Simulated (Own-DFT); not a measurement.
## Calculated data, AlN (wurtzite, strained, atoms displaced)

A calculation, not a measurement: plane-wave PBE density functional theory by an unreviewed code, no spin, of a simulated periodic cell, stress positive in tension, free energy of the whole cell less one offset for each atom, forces on such cells passed a denser k mesh, this cell's mesh not checked; offsets are fitted by least squares, one for each functional and potential file, so energies compare only between cells with the same atoms and settings and are not formation energies; the far tail of each file's local potential was reset to the Coulomb form; each entry is a single point on an unrelaxed cell, so the pressure reflects the starting lattice, mostly measured values (interpolated for alloys), from which strain is counted, and rises with the displacements; printed positions are rounded, which can move forces by about a meV/angstrom; the program, named Own-DFT, is a retired in-house code; no spin-orbit coupling. Program: Own-DFT development build.

Common to all runs: functional PBE; potential files PseudoDojo norm-conserving, scalar-relativistic, standard set; wave cutoff 42 hartree; occupations Fermi-Dirac; smearing width 0.1 eV; hardware one NVIDIA H100; k mesh 2 x 2 x 2 centred on Gamma.

(1) AlN (wurtzite, strained, atoms displaced)

```
cell vectors (Å)
  12.3399     0.1017     0.1007
  -6.0819    10.9154    -0.2458
   0.0806    -0.1806     9.8906
atoms (fractions of the cell vectors)
Al  0.08168  0.16789  0.00752
Al  0.16907  0.08279  0.24655
N   0.08849  0.16721  0.18886
N   0.16332  0.08402  0.44635
Al  0.08147  0.16849  0.49374
Al  0.16727  0.08410  0.75082
N   0.07993  0.17186  0.69418
N   0.16374  0.07666  0.94393
Al  0.07722  0.41661  0.00566
Al  0.16731  0.32554  0.25557
N   0.08457  0.41935  0.19448
N   0.16505  0.33427  0.44406
Al  0.09068  0.42444  0.49678
Al  0.16772  0.33401  0.74796
N   0.08320  0.41434  0.68994
N   0.16960  0.32549  0.93919
Al  0.09203  0.66865  0.00049
Al  0.16435  0.58502  0.24842
N   0.07604  0.66695  0.19148
N   0.16160  0.57664  0.43904
Al  0.07859  0.66115  0.50033
Al  0.16634  0.58369  0.74779
N   0.07981  0.65896  0.69555
N   0.17196  0.58329  0.93824
Al  0.08101  0.91849  0.99167
Al  0.16959  0.83826  0.26152
N   0.08867  0.92127  0.19553
N   0.16871  0.82656  0.43794
Al  0.07140  0.90347  0.49953
Al  0.16223  0.82998  0.74754
N   0.07818  0.92502  0.69383
N   0.16442  0.83603  0.93639
Al  0.33598  0.17290  0.99628
Al  0.41263  0.07430  0.24466
N   0.33056  0.15987  0.18495
N   0.41404  0.07895  0.43718
Al  0.32435  0.16705  0.50226
Al  0.42098  0.08255  0.74838
N   0.33540  0.16950  0.68802
N   0.41510  0.08391  0.93551
Al  0.33011  0.41588  0.99933
Al  0.41813  0.33184  0.24745
N   0.33602  0.42136  0.17820
N   0.41957  0.33167  0.44429
Al  0.33572  0.42183  0.49583
Al  0.41554  0.33104  0.75162
N   0.33715  0.41710  0.69046
N   0.41839  0.33458  0.94315
Al  0.33246  0.67028  0.99972
Al  0.42131  0.58436  0.24371
N   0.33886  0.66334  0.18808
N   0.41216  0.58596  0.43980
Al  0.32603  0.66179  0.50357
Al  0.41642  0.58550  0.74671
N   0.33766  0.66606  0.69055
N   0.41616  0.58519  0.93842
Al  0.33005  0.91590  0.99685
Al  0.41303  0.83042  0.25772
N   0.33358  0.91495  0.18528
N   0.42113  0.82972  0.44156
Al  0.33262  0.92459  0.50305
Al  0.41137  0.84061  0.75072
N   0.33006  0.91977  0.69179
N   0.41321  0.83163  0.94077
Al  0.58464  0.16988  0.99537
Al  0.67176  0.07778  0.24977
N   0.59122  0.17431  0.20195
N   0.66256  0.08218  0.44921
Al  0.58148  0.16505  0.50653
Al  0.67182  0.08735  0.75062
N   0.58570  0.15999  0.67909
N   0.67094  0.08089  0.93143
Al  0.58229  0.41407  0.00063
Al  0.66690  0.33043  0.25292
N   0.58010  0.41462  0.19424
N   0.66240  0.32832  0.44823
Al  0.58987  0.42696  0.49662
Al  0.66284  0.32824  0.75257
N   0.58141  0.41487  0.70514
N   0.66058  0.33354  0.94096
Al  0.58830  0.66704  0.00161
Al  0.66903  0.57957  0.24934
N   0.57848  0.66261  0.18636
N   0.67081  0.59131  0.44679
Al  0.57895  0.66090  0.50703
Al  0.65985  0.58291  0.74505
N   0.58170  0.66428  0.69243
N   0.65773  0.57791  0.93811
Al  0.58068  0.90860  0.00018
Al  0.67274  0.83470  0.25115
N   0.57859  0.91662  0.18303
N   0.66907  0.83671  0.44500
Al  0.58863  0.91590  0.49386
Al  0.66667  0.82621  0.74720
N   0.57527  0.91429  0.69620
N   0.66966  0.83421  0.94206
Al  0.84059  0.17234  0.00439
Al  0.92407  0.08566  0.24803
N   0.83693  0.16494  0.18589
N   0.90903  0.08496  0.43795
Al  0.81815  0.16330  0.49868
Al  0.92233  0.08146  0.74942
N   0.84294  0.16692  0.69678
N   0.91111  0.07880  0.94211
Al  0.83180  0.41598  0.99637
Al  0.90971  0.33027  0.25403
N   0.83410  0.42132  0.18641
N   0.91067  0.33038  0.44579
Al  0.83245  0.41383  0.49888
Al  0.91565  0.32572  0.75617
N   0.83502  0.41254  0.68091
N   0.91890  0.34387  0.95796
Al  0.83098  0.66367  0.00298
Al  0.91980  0.58126  0.24013
N   0.83337  0.66698  0.18963
N   0.92406  0.58697  0.43889
Al  0.83298  0.66995  0.50813
Al  0.91818  0.58321  0.75200
N   0.83739  0.67019  0.69769
N   0.92472  0.58215  0.93893
Al  0.83667  0.91100  0.00104
Al  0.92117  0.82950  0.25256
N   0.83688  0.91214  0.18927
N   0.92435  0.82949  0.43374
Al  0.83343  0.90983  0.49279
Al  0.92117  0.83793  0.74794
N   0.82679  0.91342  0.69625
N   0.91502  0.82691  0.93701
```

Results for AlN (wurtzite, strained, atoms displaced): free energy of cell above offsets -52.645 eV; pressure 5.15 GPa; stress xx -7.45 GPa; stress yy 0.39 GPa; stress zz -8.38 GPa; stress yz -4.72 GPa; stress xz 1.78 GPa; stress xy 1.87 GPa; wall time 401.9 s.

Force:
```csv
element,x (eV/Å),y (eV/Å),z (eV/Å)
Al,0.314,-0.56,-2.584
Al,0.193,0.003,0.76
N,-0.442,-0.328,1.502
N,0.119,-1.373,-1.176
Al,-1.292,0.029,1.615
Al,-0.413,1.492,0.089
N,1.938,-0.874,-1.155
N,-0.177,1.651,-0.573
Al,2.758,1.021,-0.233
Al,-0.464,2.601,-1.254
N,-0.156,-1.15,0.485
N,1.31,-0.511,-0.603
Al,-1.873,-2.394,0.986
Al,0.306,0.329,0.239
N,-0.329,0.768,0.314
N,-1.945,0.571,0.363
Al,-1.37,0.42,-0.362
Al,0.98,-0.084,-0.312
N,2.641,1.511,-0.396
N,0.241,1.837,-0.003
Al,1.061,0.674,0.363
Al,1.364,-1.02,0.428
N,-0.198,2.034,-1.292
N,-0.775,-0.646,0.518
Al,0.294,-0.693,1.55
Al,0.011,-0.593,-3.358
N,-0.502,-1.202,-0.658
N,-0.734,0.291,2.912
Al,3.011,3.327,0.877
Al,-0.249,0.405,0.049
N,2.004,-1.627,-1.321
N,0.936,-1.061,0.294
Al,-0.464,-1.02,-0.038
Al,0.662,1.951,0.573
N,0.371,1.247,0.723
N,-0.62,0.707,0.451
Al,1.87,0.339,-0.711
Al,-0.796,0.694,-0.441
N,0.041,-0.975,1.079
N,0.891,-0.093,0.801
Al,0.347,1.223,-1.782
Al,-0.881,-0.493,0.135
N,0.167,-1.526,3.63
N,-0.685,0.622,-0.917
Al,0.215,-0.642,0.7
Al,-0.147,0.637,-0.051
N,-0.69,0.212,-0.384
N,-0.194,-0.668,-0.163
Al,1.303,-0.426,-0.236
Al,-1.005,-0.774,0.624
N,-2.411,1.009,0.64
N,1.869,-0.99,-0.256
Al,0.212,1.591,-0.574
Al,0.297,-1.019,1.366
N,-2.27,0.82,-0.048
N,0.599,-0.275,0.159
Al,-0.101,0.611,-0.195
Al,0.663,-0.21,-1.592
N,-0.394,-0.939,0.865
N,-1.493,0.143,0.79
Al,1.365,-1.341,-0.568
Al,1.99,-1.533,-0.168
N,-0.864,-0.397,-0.276
N,-0.049,0.206,-0.152
Al,0.633,-1.049,1.041
Al,-1.428,0.869,-0.139
N,-0.192,-2.84,-1.997
N,-0.078,-1.484,-2.085
Al,-1.388,0.393,-3.659
Al,0.879,-1.706,-1.02
N,-0.991,1.011,4.312
N,-0.825,0.793,2.69
Al,-1.584,1.376,0.066
Al,-0.233,1.512,0.567
N,1.166,0.385,-0.033
N,0.271,1.113,-0.751
Al,-0.161,-2.079,1.304
Al,0.644,0.708,-1.496
N,0.317,0.542,-2.222
N,2.348,-0.908,-0.151
Al,-2.146,0.322,-0.89
Al,-0.973,0.749,-0.188
N,2.21,1.282,1.547
N,0.547,-1.07,-0.852
Al,-1.555,1.593,-1.268
Al,1.97,-0.755,1.572
N,-0.404,0.223,-0.543
N,2.361,0.072,0.397
Al,-0.627,1.5,-1.638
Al,-1.098,-0.774,-0.815
N,1.109,-0.322,2.399
N,1.681,-2.133,-1.124
Al,-2.538,0.55,2.389
Al,-2.075,1.498,0.993
N,1.489,0.409,-0.959
N,0.816,-1.346,-0.102
Al,-1.293,-0.866,-1.725
Al,-0.855,-0.918,0.003
N,-0.237,0.14,1.823
N,1.412,-0.967,0.084
Al,3.192,1.7,1.412
Al,-1.272,-0.479,0.542
N,-1.86,-0.563,-0.859
N,1.747,0.158,0.515
Al,-1.975,1.623,0.552
Al,0.965,0.69,-0.384
N,-0.444,-1.447,0.836
N,1.498,-0.526,-1.22
Al,-0.943,1.086,-0.408
Al,0.065,1.826,-0.749
N,-0.694,0.094,3.222
N,1.248,-3.264,-2.684
Al,0.186,-0.146,-1.664
Al,-1.608,0.153,1.614
N,0.085,-0.519,0.5
N,-2.373,-1.345,-0.241
Al,1.599,-0.617,-0.741
Al,-0.444,-1.281,-0.311
N,-0.713,-0.341,-0.742
N,-1.319,-0.208,0.853
Al,-1.48,0.987,-0.659
Al,-0.033,0.548,-2.074
N,0.014,0.64,1.047
N,-3.138,-1.359,1.264
Al,-0.405,1.905,1.098
Al,-1.687,-1.054,0.905
N,1.807,0.362,-1.767
N,0.456,0.014,0.561
```

(2) AlN (wurtzite, strained, atoms displaced)

```
cell vectors (Å)
  12.2731     0.0002     0.1452
  -6.1364    10.5915    -0.0392
   0.1162     0.0309     9.8871
atoms (fractions of the cell vectors)
Al  0.07771  0.16763  0.00093
Al  0.15888  0.07808  0.24309
N   0.07879  0.15674  0.17843
N   0.16408  0.08186  0.44089
Al  0.08831  0.16584  0.49108
Al  0.15678  0.07634  0.74539
N   0.08436  0.17342  0.68373
N   0.16135  0.07446  0.94158
Al  0.08446  0.41196  0.00110
Al  0.17058  0.33044  0.25770
N   0.08210  0.41821  0.19680
N   0.16909  0.33835  0.43845
Al  0.07843  0.40831  0.50527
Al  0.16484  0.33212  0.74860
N   0.08201  0.41853  0.69127
N   0.16512  0.33615  0.93726
Al  0.08332  0.67317  0.00878
Al  0.17052  0.58556  0.24139
N   0.08029  0.66621  0.18431
N   0.17343  0.58540  0.43302
Al  0.08358  0.66692  0.49079
Al  0.16318  0.57731  0.75151
N   0.08619  0.66972  0.69948
N   0.17323  0.58697  0.93490
Al  0.08033  0.92634  0.00419
Al  0.16711  0.83178  0.24186
N   0.08092  0.91357  0.20180
N   0.15994  0.82783  0.43926
Al  0.07491  0.90810  0.50321
Al  0.17045  0.83805  0.75171
N   0.08766  0.91693  0.69605
N   0.16650  0.83159  0.94297
Al  0.33898  0.16421  0.00932
Al  0.41293  0.08576  0.24889
N   0.33386  0.16437  0.19604
N   0.42035  0.08896  0.44006
Al  0.33245  0.16840  0.49645
Al  0.40852  0.06784  0.75310
N   0.33951  0.17289  0.69618
N   0.41341  0.08395  0.93860
Al  0.33624  0.41484  0.00290
Al  0.42492  0.33576  0.24610
N   0.32906  0.40746  0.19022
N   0.41844  0.33430  0.44398
Al  0.32701  0.40852  0.51273
Al  0.41483  0.34039  0.74743
N   0.33434  0.41616  0.68930
N   0.41148  0.32910  0.93282
Al  0.32557  0.66295  0.01127
Al  0.42252  0.59011  0.25442
N   0.33959  0.67211  0.19702
N   0.42235  0.58513  0.43121
Al  0.33049  0.66288  0.49625
Al  0.40839  0.57367  0.75856
N   0.34101  0.66720  0.69578
N   0.41446  0.57765  0.93717
Al  0.33789  0.91921  0.00294
Al  0.42081  0.83663  0.25351
N   0.33108  0.91402  0.18539
N   0.41206  0.83286  0.43553
Al  0.34240  0.92159  0.49383
Al  0.41771  0.83441  0.74503
N   0.34123  0.91996  0.69346
N   0.41362  0.83272  0.93998
Al  0.58103  0.16748  0.99238
Al  0.66908  0.08609  0.26023
N   0.57599  0.16030  0.18641
N   0.66159  0.07885  0.44156
Al  0.58359  0.16705  0.50140
Al  0.66385  0.08574  0.74591
N   0.58443  0.17188  0.68990
N   0.66618  0.08555  0.93892
Al  0.58617  0.41988  0.98617
Al  0.66790  0.33101  0.23898
N   0.58114  0.42001  0.19689
N   0.66804  0.33415  0.44281
Al  0.58089  0.41064  0.50104
Al  0.66605  0.33852  0.75746
N   0.58354  0.42937  0.68477
N   0.67206  0.33500  0.94032
Al  0.58623  0.66605  0.99323
Al  0.66598  0.57876  0.24628
N   0.58195  0.66212  0.19060
N   0.67190  0.58896  0.43319
Al  0.58174  0.66414  0.50467
Al  0.66356  0.57616  0.74840
N   0.58373  0.67082  0.69430
N   0.66168  0.58119  0.94214
Al  0.58941  0.92135  0.00639
Al  0.66346  0.83421  0.23561
N   0.58681  0.91413  0.19115
N   0.66590  0.83360  0.44554
Al  0.58417  0.90933  0.49819
Al  0.66739  0.83473  0.74809
N   0.58265  0.91069  0.69265
N   0.66280  0.83279  0.93146
Al  0.82911  0.16625  0.00257
Al  0.91420  0.08151  0.24731
N   0.83308  0.16816  0.19066
N   0.91661  0.07355  0.43934
Al  0.82984  0.16481  0.50534
Al  0.91348  0.08039  0.75120
N   0.83728  0.16720  0.68096
N   0.92196  0.08609  0.94466
Al  0.83531  0.42223  0.00369
Al  0.91596  0.33509  0.25128
N   0.83403  0.41590  0.19499
N   0.91979  0.33624  0.43901
Al  0.83617  0.42083  0.50160
Al  0.90818  0.33109  0.74988
N   0.83439  0.41659  0.68715
N   0.91945  0.33285  0.94881
Al  0.82948  0.66757  0.99441
Al  0.92295  0.58957  0.25207
N   0.82972  0.65939  0.19329
N   0.91393  0.58615  0.44211
Al  0.83467  0.66879  0.50532
Al  0.92249  0.58798  0.76167
N   0.84824  0.67465  0.68654
N   0.91631  0.58699  0.94404
Al  0.83860  0.92510  0.99827
Al  0.91709  0.83475  0.24856
N   0.83912  0.91605  0.19859
N   0.91233  0.82538  0.43728
Al  0.82718  0.91334  0.50406
Al  0.92227  0.82932  0.75450
N   0.83237  0.91477  0.69570
N   0.91360  0.83387  0.93974
```

Results for AlN (wurtzite, strained, atoms displaced): free energy of cell above offsets -49.468 eV; pressure 14.98 GPa; stress xx -14.46 GPa; stress yy -17.21 GPa; stress zz -13.27 GPa; stress yz 0.33 GPa; stress xz 2.8 GPa; stress xy 0.86 GPa; wall time 360.8 s.

Force:
```csv
element,x (eV/Å),y (eV/Å),z (eV/Å)
Al,2.637,0.963,-1.563
Al,1.146,0.806,1.562
N,-0.504,1.787,2.849
N,1.429,-0.863,-0.781
Al,-2.272,0.142,1.193
Al,1.399,3.171,0.94
N,0.168,-1.868,0.379
N,-0.094,4.454,-0.881
Al,-1.094,1.922,0.708
Al,-1.514,-0.019,-2.064
N,1.379,-0.727,-1.202
N,0.487,-1.501,1.261
Al,-0.181,2.135,-1.008
Al,-0.419,0.554,0.537
N,0.011,-1.565,-0.02
N,1.836,-1.134,0.059
Al,0.853,-1.231,-3.462
Al,-0.492,-0.339,1.47
N,1.601,0.103,2.165
N,-1.804,-1.187,0.553
Al,0.426,-1.241,1.97
Al,0.489,2.511,-0.399
N,0.543,-0.253,-1.565
N,-1.852,-1.318,2.256
Al,1.395,-4.546,0.9
Al,-0.408,0.167,1.545
N,0.506,0.072,-2.296
N,1.413,2.085,-0.528
Al,0.317,0.804,-0.74
Al,0.947,-1.256,0.6
N,-0.665,-0.735,-1.499
N,-0.691,2.006,0.289
Al,-2.703,0.531,-1.708
Al,1.395,-1.626,0.875
N,-1.474,0.721,-0.687
N,-0.112,-0.748,-0.424
Al,0.113,-0.536,1.402
Al,-0.664,5.976,0.072
N,-0.757,-1.74,-1.126
N,1.632,-0.399,0.346
Al,-1.2,-0.258,-0.045
Al,-2.938,-1.046,1.722
N,0.855,1.512,0.043
N,-0.72,-0.124,-0.758
Al,0.894,1.896,-3.601
Al,1.634,-2.111,0.161
N,-1.677,-0.022,1.039
N,1.551,0.362,1.481
Al,2.045,1.244,-2.065
Al,-0.332,-2.091,-1.629
N,-0.271,-0.573,-0.853
N,-0.894,-0.972,3.205
Al,1.218,0.386,1.042
Al,0.703,2.546,-1.548
N,-1.666,-0.856,-1.736
N,-0.016,0.688,2.476
Al,-0.798,-0.971,-1.147
Al,-0.807,0.145,-1.214
N,0.807,0.887,1.661
N,1.966,-0.123,1.107
Al,-2.54,-0.387,0.934
Al,0.678,-1.398,1.761
N,-1.098,-3.026,-2.484
N,1.354,0.238,0.546
Al,0.107,-0.705,0.916
Al,-0.668,-0.476,-1.936
N,1.228,0.836,-0.193
N,0.624,0.337,1.057
Al,-0.315,0.634,0.031
Al,0.774,-0.909,-0.028
N,-0.241,-0.517,0.901
N,0.449,0.033,-0.384
Al,-1.253,-1.836,2.33
Al,-1.24,0.134,1.911
N,2.799,-1.453,-3.043
N,0.643,-0.47,-0.985
Al,0.055,2.053,-1.328
Al,0.118,-0.364,-2.647
N,1.14,-4.172,0.762
N,-0.816,0.463,0.589
Al,-2.473,0.509,0.895
Al,-0.414,1.878,1.366
N,0.585,1.267,-1.631
N,-0.317,-1.324,1.83
Al,0.498,0.056,-0.599
Al,-0.12,5.402,0.307
N,0.629,-1.965,0.071
N,1.901,0.541,-1.605
Al,-1.625,-1.278,-1.993
Al,3.119,-1.772,2.681
N,-1.829,2.133,0.051
N,0.751,-1.048,-1.794
Al,-2.07,0.741,0.973
Al,-0.102,-0.7,-0.016
N,-0.625,2.289,-1.153
N,1.262,0.881,2.618
Al,0.485,0.254,-0.113
Al,0.117,0.235,0.995
N,0.037,-0.483,0.408
N,-0.916,2.31,-0.23
Al,0.958,-0.09,-3.08
Al,0.567,0.779,-0.526
N,-0.972,-0.316,3.246
N,-2.503,0.153,-1.462
Al,1.193,-0.538,0.412
Al,0.539,-0.137,0.089
N,-0.075,0.862,-0.906
N,-0.704,-1.159,0.579
Al,-0.452,-0.377,-0.825
Al,1.67,0.201,0.731
N,-1.053,0.827,1.587
N,-1.309,0.235,-1.479
Al,0.229,0.026,1.911
Al,-1.796,-1.529,0.529
N,0.533,1.689,-1.813
N,1.657,-0.433,-0.507
Al,-0.861,-1.022,-1.398
Al,0.169,-0.538,-2.254
N,-1.499,-2.391,1.876
N,0.199,-0.306,0.538
Al,-0.761,-2.364,0.553
Al,0.011,-2.429,1.197
N,-2.343,0.133,-2.526
N,-0.466,2.025,0.791
Al,1.463,-0.716,-0.33
Al,-1.625,1.431,-0.393
N,1.357,0.208,-0.367
N,0.401,0.237,0.734
```

(3) AlN (wurtzite, strained, atoms displaced)

```
cell vectors (Å)
  12.4955     0.1577    -0.2407
  -6.1112    10.6164     0.1486
  -0.1927     0.0261     9.7773
atoms (fractions of the cell vectors)
Al  0.07695  0.16834  0.99085
Al  0.17306  0.09109  0.24308
N   0.09306  0.16886  0.18921
N   0.16032  0.08431  0.43810
Al  0.09070  0.17137  0.49869
Al  0.16944  0.08807  0.74635
N   0.08606  0.16643  0.69438
N   0.17527  0.08476  0.95350
Al  0.08377  0.42533  0.99180
Al  0.16657  0.32756  0.25035
N   0.07993  0.42026  0.19624
N   0.15364  0.32358  0.44047
Al  0.08604  0.42301  0.49470
Al  0.16180  0.33102  0.75605
N   0.08395  0.41147  0.68527
N   0.17027  0.33872  0.93874
Al  0.08112  0.66959  0.99935
Al  0.16670  0.58332  0.25537
N   0.08422  0.66876  0.19971
N   0.16654  0.58508  0.43565
Al  0.08946  0.67039  0.50048
Al  0.16873  0.58960  0.74972
N   0.08022  0.66663  0.69359
N   0.16571  0.58364  0.94263
Al  0.08766  0.92057  0.00722
Al  0.16894  0.83474  0.24453
N   0.07486  0.90700  0.18701
N   0.16393  0.82607  0.44360
Al  0.08155  0.91888  0.50919
Al  0.17015  0.83671  0.75361
N   0.08420  0.91410  0.69622
N   0.17425  0.82702  0.93223
Al  0.32493  0.16763  0.99203
Al  0.42804  0.08735  0.24100
N   0.32896  0.16471  0.19986
N   0.41474  0.08025  0.44218
Al  0.33801  0.16760  0.49945
Al  0.42822  0.09285  0.75003
N   0.33516  0.16906  0.68229
N   0.42122  0.08653  0.95134
Al  0.34382  0.42046  0.00652
Al  0.41081  0.32661  0.24927
N   0.33424  0.42144  0.18732
N   0.42122  0.33788  0.44460
Al  0.32825  0.41856  0.49785
Al  0.41306  0.33957  0.74519
N   0.33642  0.42494  0.68657
N   0.41465  0.33219  0.94666
Al  0.33444  0.66294  0.00390
Al  0.41385  0.57663  0.24941
N   0.33109  0.65996  0.17795
N   0.41247  0.57101  0.43839
Al  0.33811  0.66759  0.51048
Al  0.42499  0.58472  0.75679
N   0.32254  0.65811  0.68383
N   0.42194  0.59594  0.93422
Al  0.33079  0.90830  0.00679
Al  0.41180  0.83367  0.25417
N   0.33453  0.91741  0.19916
N   0.41481  0.83303  0.43929
Al  0.33002  0.91757  0.49425
Al  0.40627  0.83071  0.74966
N   0.34259  0.91752  0.69438
N   0.42251  0.83339  0.94509
Al  0.58367  0.16819  0.99595
Al  0.66878  0.07944  0.24093
N   0.58641  0.16894  0.19351
N   0.66159  0.07810  0.43367
Al  0.58268  0.17176  0.48536
Al  0.66520  0.07904  0.74992
N   0.58036  0.17066  0.68815
N   0.65903  0.08224  0.93603
Al  0.58531  0.41154  0.99681
Al  0.66479  0.33031  0.24551
N   0.58268  0.41506  0.19615
N   0.66282  0.32115  0.44701
Al  0.57546  0.40938  0.49992
Al  0.66538  0.33304  0.74945
N   0.57572  0.41163  0.69075
N   0.66752  0.33911  0.94075
Al  0.58271  0.67132  0.99827
Al  0.66312  0.58791  0.25562
N   0.58969  0.66991  0.19190
N   0.65712  0.58107  0.43241
Al  0.58072  0.66109  0.49248
Al  0.67690  0.58237  0.75606
N   0.57404  0.66302  0.69643
N   0.67045  0.58747  0.94277
Al  0.58456  0.91137  0.99877
Al  0.66672  0.83813  0.24695
N   0.57937  0.91381  0.19165
N   0.66916  0.83365  0.44790
Al  0.58626  0.91859  0.49353
Al  0.66240  0.83676  0.75290
N   0.58723  0.91461  0.68487
N   0.65249  0.82837  0.93343
Al  0.83084  0.16271  0.00512
Al  0.91594  0.08022  0.26322
N   0.82967  0.16561  0.18764
N   0.91667  0.08234  0.45025
Al  0.82863  0.17140  0.50705
Al  0.91586  0.08695  0.75188
N   0.83301  0.16128  0.68291
N   0.91728  0.08577  0.94189
Al  0.83693  0.41495  0.99910
Al  0.91885  0.33620  0.26001
N   0.83617  0.42020  0.18358
N   0.91103  0.32818  0.43943
Al  0.83383  0.42327  0.49402
Al  0.91281  0.33399  0.74549
N   0.82769  0.41838  0.68928
N   0.91620  0.33608  0.94302
Al  0.82942  0.66141  0.99777
Al  0.91691  0.58024  0.25446
N   0.82986  0.67084  0.19219
N   0.91212  0.58145  0.44729
Al  0.83852  0.66704  0.49735
Al  0.92118  0.58914  0.74932
N   0.83694  0.67288  0.69159
N   0.91747  0.58594  0.93751
Al  0.83209  0.90624  0.99692
Al  0.91845  0.83308  0.25124
N   0.83321  0.91417  0.18630
N   0.91583  0.83484  0.44272
Al  0.83716  0.92422  0.49958
Al  0.91566  0.83465  0.74145
N   0.83911  0.92036  0.69999
N   0.91661  0.83065  0.93656
```

It finds free energy of cell above offsets -48.119 eV; pressure 11.69 GPa; stress xx -6.99 GPa; stress yy -12.34 GPa; stress zz -15.75 GPa; stress yz 1.67 GPa; stress xz -4.57 GPa; stress xy 4.62 GPa; wall time 364.6 s.

Force:
```csv
element,x (eV/Å),y (eV/Å),z (eV/Å)
Al,1.986,0.594,1.481
Al,-0.033,-3.039,1.396
N,-3.283,-0.345,-0.892
N,2.242,-0.507,0.216
Al,-1.628,-2.379,1.397
Al,1.464,-1.189,0.807
N,-1.276,0.295,0.051
N,-4.418,-1.589,-2.681
Al,0.597,-2.161,1.784
Al,-1.083,1.748,-0.742
N,0.899,-1.125,-0.67
N,1.352,3.568,-0.702
Al,-0.338,-1.661,0.366
Al,1.613,0.926,-1.705
N,-2.223,1.235,0.66
N,0.016,-0.038,1.643
Al,0.61,-1.123,0.648
Al,0.804,0.291,-2.422
N,-0.482,-0.454,-1.365
N,0.692,0.445,2.229
Al,-0.821,-1.781,0.442
Al,0.057,-1.944,0.191
N,0.453,0.617,-0.7
N,0.023,1.733,-0.721
Al,-0.437,-1.579,-2.594
Al,-0.493,-0.086,1.579
N,0.986,1.874,1.562
N,-0.755,2.906,-0.594
Al,0.604,-0.317,-1.859
Al,1.106,-0.216,-2.155
N,-0.682,1.185,0.133
N,-1.557,1.395,3.235
Al,4.718,1.192,2.306
Al,-2.268,-0.471,1.038
N,1.959,-0.007,-1.707
N,0.18,0.941,-1.192
Al,-1.108,-0.178,-1.616
Al,-1.438,-1.729,0.549
N,-0.553,-0.163,2.57
N,-1.555,-0.725,-0.852
Al,-2.026,0.57,-2.204
Al,1.04,1.842,0.449
N,0.063,-2.267,1.363
N,-2.422,-1.705,-1.066
Al,0.46,-2.517,0.616
Al,1.106,-0.879,0.369
N,-1.433,-1.286,0.832
N,0.741,0.737,-1.334
Al,-0.935,0.869,-3.067
Al,0.325,2.388,-0.096
N,-0.707,0.855,4.901
N,-0.905,3.479,-0.393
Al,-0.059,-0.332,-3.926
Al,-2.333,-0.481,-2.064
N,0.925,1.384,3.483
N,0.589,-2.438,2.626
Al,1.122,1.423,-1.077
Al,2.127,-1.649,-1.066
N,-1.174,0.28,-1.154
N,0.496,-0.419,0.991
Al,0.816,-0.687,1.049
Al,4.573,-1.608,0.975
N,-4.451,2.118,-1.429
N,-1.513,-0.573,-0.45
Al,0.099,0.444,0.564
Al,-0.505,0.525,1.083
N,0.634,-0.566,-1.202
N,0.389,1.774,0.269
Al,0.508,-5.677,2.56
Al,-0.564,0.432,-1.449
N,2.063,-0.331,-0.38
N,1.904,-0.025,1.242
Al,-1.976,1.655,1.357
Al,0.78,1.481,0.823
N,-0.903,0.021,-0.822
N,-0.109,6.416,-2.298
Al,1.846,1.674,-0.11
Al,0.013,0.241,-0.521
N,0.71,1.216,0.618
N,1.918,-1.29,-0.2
Al,0.915,-1.286,0.361
Al,2.524,-1.369,-2.507
N,-3.04,0.404,-0.738
N,2.596,-0.676,3.355
Al,-0.851,0.898,1.944
Al,-2.327,0.133,-1.559
N,3.164,1.292,-1.51
N,-1.042,-1.262,0.197
Al,-2.096,1.408,0.406
Al,1.43,-1.009,1.098
N,-0.611,0.152,-0.423
N,0.007,-0.143,-1.374
Al,-0.51,-1.014,0.693
Al,2.486,-1.719,-2.003
N,-2.95,0.977,0.115
N,3.375,1.263,1.65
Al,-0.293,0.667,-1.678
Al,0.363,0.499,-2.159
N,1.017,0.169,1.782
N,-0.209,2.159,-0.582
Al,0.376,-1.876,-3.199
Al,1.618,-0.833,-0.452
N,-1.961,1.313,3.326
N,-0.861,-1.098,0.004
Al,-1.322,1.05,-0.712
Al,-0.029,-0.594,-3.061
N,-0.58,-0.86,2.165
N,-0.066,2.085,1.753
Al,-0.211,-3.055,1.313
Al,0.829,-0.027,0.053
N,0.564,0.321,0.003
N,0.927,-1.293,-1.192
Al,0.868,1.32,1.053
Al,-0.853,1.381,-1.016
N,0.919,-1.497,0.341
N,1.811,1.292,-1.271
Al,-2.739,0.362,0.225
Al,-0.323,-0.914,-0.267
N,-0.217,-1.559,-0.893
N,0.233,-0.535,0.774
Al,-0.966,1.146,-0.62
Al,-0.411,-0.257,-0.051
N,-0.842,0.83,0.9
N,0.497,0.242,0.416
Al,-0.332,-2.46,1.451
Al,1.263,0.36,1.687
N,-2.193,0.176,-1.099
N,0.896,0.198,0.326
```
